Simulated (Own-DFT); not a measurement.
# Strain and stress in C40 NbSi2, 36 atoms (Nb12Si24)

Calculated results; nothing here was measured. The program, named Own-DFT, is a retired in-house plane-wave density functional code that no person has reviewed. Each row is one single-point run on a periodic cell that was not relaxed, without spin or spin-orbit coupling.

Settings of every run: PBE; PseudoDojo norm-conserving scalar-relativistic files; cutoff 42 hartree; 4 x 4 x 5 k mesh centred on Gamma; cold (Marzari-Vanderbilt) smearing of 0.2 eV.

Known limits: forces on such cells failed a check on a denser k mesh; stress not checked against mesh or cutoff.

Unstrained cell vectors in Å: (0.000, 8.324, 0.000); (-9.613, 0.000, 0.000); (0.000, 0.000, 6.586). The unstrained cell was taken from the Materials Project. The random moves and any unrelaxed bonds add to the pressure at no strain. Each run strains this cell uniformly, with the atoms carried along. Every atom was also moved at random, by a Gaussian of width 0.05 Å on each axis. Strain is the symmetric tensor, in per cent. Stress is positive in tension, and the pressure is minus a third of its trace.

| run | e_xx (%) | e_yy (%) | e_zz (%) | e_yz (%) | e_xz (%) | e_xy (%) | s_xx (GPa) | s_yy (GPa) | s_zz (GPa) | s_yz (GPa) | s_xz (GPa) | s_xy (GPa) | P (GPa) | E (meV/atom) |
|---|---|---|---|---|---|---|---|---|---|---|---|---|---|---|
| 1 | -1.51 | 0.15 | -1.16 | -0.47 | -1.24 | -1.26 | -9.57 | -4.05 | -10.11 | -1.42 | -4.27 | -3.91 | 7.91 | 16.4 |
| 2 | 0.85 | 1.07 | -0.73 | 1.91 | 0.46 | -1.51 | 0.94 | 1.10 | -5.53 | 6.27 | 0.73 | -4.20 | 1.16 | 8.1 |
| 3 | 1.24 | -0.28 | 0.15 | -1.83 | -1.28 | 1.01 | 2.23 | -2.73 | -2.90 | -5.62 | -3.52 | 2.72 | 1.13 | 11.4 |
| 4 | 1.19 | 0.13 | -0.42 | 0.19 | -0.02 | -1.29 | 1.11 | -1.75 | -4.72 | 0.60 | 0.04 | -3.38 | 1.79 | 11.7 |
| 5 | 0.18 | -0.87 | 1.19 | -1.20 | -0.80 | -0.34 | -1.25 | -4.62 | 1.19 | -3.55 | -2.58 | -1.08 | 1.56 | 0.0 |
| 6 | -1.12 | 1.65 | 0.01 | 0.16 | 0.81 | 1.49 | -6.69 | 2.68 | -3.99 | 0.60 | 3.13 | 4.94 | 2.66 | 24.5 |
| 7 | 0.25 | 1.25 | 0.46 | -1.11 | 0.31 | 1.98 | -0.64 | 2.10 | -0.28 | -3.23 | 0.92 | 5.69 | -0.39 | 7.0 |
| 8 | -0.89 | -1.24 | -0.77 | -0.60 | 0.88 | 1.11 | -6.97 | -9.54 | -9.27 | -2.26 | 2.58 | 3.58 | 8.60 | 17.3 |
| 9 | 0.09 | 0.93 | 1.35 | -1.57 | -1.84 | 0.61 | -0.36 | 1.76 | 2.63 | -3.96 | -5.48 | 1.52 | -1.34 | 6.1 |
| 10 | -1.28 | 1.22 | -1.65 | 1.75 | 1.41 | 0.01 | -8.37 | -0.21 | -12.69 | 6.34 | 4.54 | 0.37 | 7.09 | 35.0 |
| 11 | -0.46 | 0.50 | -1.62 | -1.21 | 1.57 | 0.38 | -5.15 | -1.83 | -11.35 | -3.59 | 5.30 | 0.69 | 6.11 | 9.3 |
| 12 | -0.99 | -1.43 | 0.42 | 1.83 | 0.06 | 0.55 | -6.34 | -8.19 | -3.84 | 5.89 | 0.39 | 2.09 | 6.12 | 6.0 |
| 13 | -1.22 | -1.27 | 1.43 | -0.60 | 1.84 | -0.11 | -6.80 | -7.59 | -0.46 | -2.20 | 5.71 | -0.08 | 4.95 | 26.4 |
| 14 | -0.29 | 0.11 | -0.40 | -1.13 | 0.43 | -1.00 | -3.35 | -2.57 | -5.66 | -3.87 | 1.32 | -2.51 | 3.86 | 0.9 |
| 15 | 1.10 | -1.18 | -0.05 | -1.60 | 0.88 | -1.85 | -0.40 | -6.27 | -4.95 | -4.57 | 2.52 | -4.74 | 3.88 | 34.0 |
| 16 | -0.07 | -1.07 | -0.37 | 1.69 | 1.59 | 0.65 | ? | ? | ? | ? | ? | ? | ? | ? |

E is the free energy for each atom above the lowest run shown.

## Worked fit

Each stress component was fitted by least squares to a constant and the strains of the runs shown, as fractions, with shears doubled. Shear strains stay in the fit of a normal stress only where such slopes are resolved. The slopes, in GPa:

| stress | at no strain | per e_xx | per e_yy | per e_zz | scatter |
|---|---|---|---|---|---|
| s_xx | -2.7 | 371 ± 16 | 53 ± 15 | 88 ± 16 | 0.57 |
| s_yy | -2.7 | 74 ± 11 | 376 ± 11 | 71 ± 12 | 0.40 |
| s_zz | -4.1 | 91 ± 15 | 80 ± 14 | 452 ± 15 | 0.54 |

Each shear stress against twice its own strain: yz 159 ± 5, xz 157 ± 5, xy 144 ± 5 GPa. These are stiffnesses along x, y and z of the frame in which the cell vectors are given, which need not be the crystal's axes. The atoms are held to the strained lattice; where symmetry lets them move under strain, relaxing them would lower some slopes. The table should be nearly symmetric about its diagonal, and what it lacks of that shows the noise. A ninth of its sum, 184 ± 7 GPa, estimates the bulk modulus near the mean pressure of these runs, 3.7 GPa, so it lies above the value at zero pressure.

## Withheld run

Question: what normal stresses and pressure should run 16 give?

The fit gives s_xx = -3.8, s_yy = -7.1, s_zz = -6.7 and P = 5.9 GPa. The calculation gave -3.94, -6.49, -7.68 and P = 6.04 GPa.
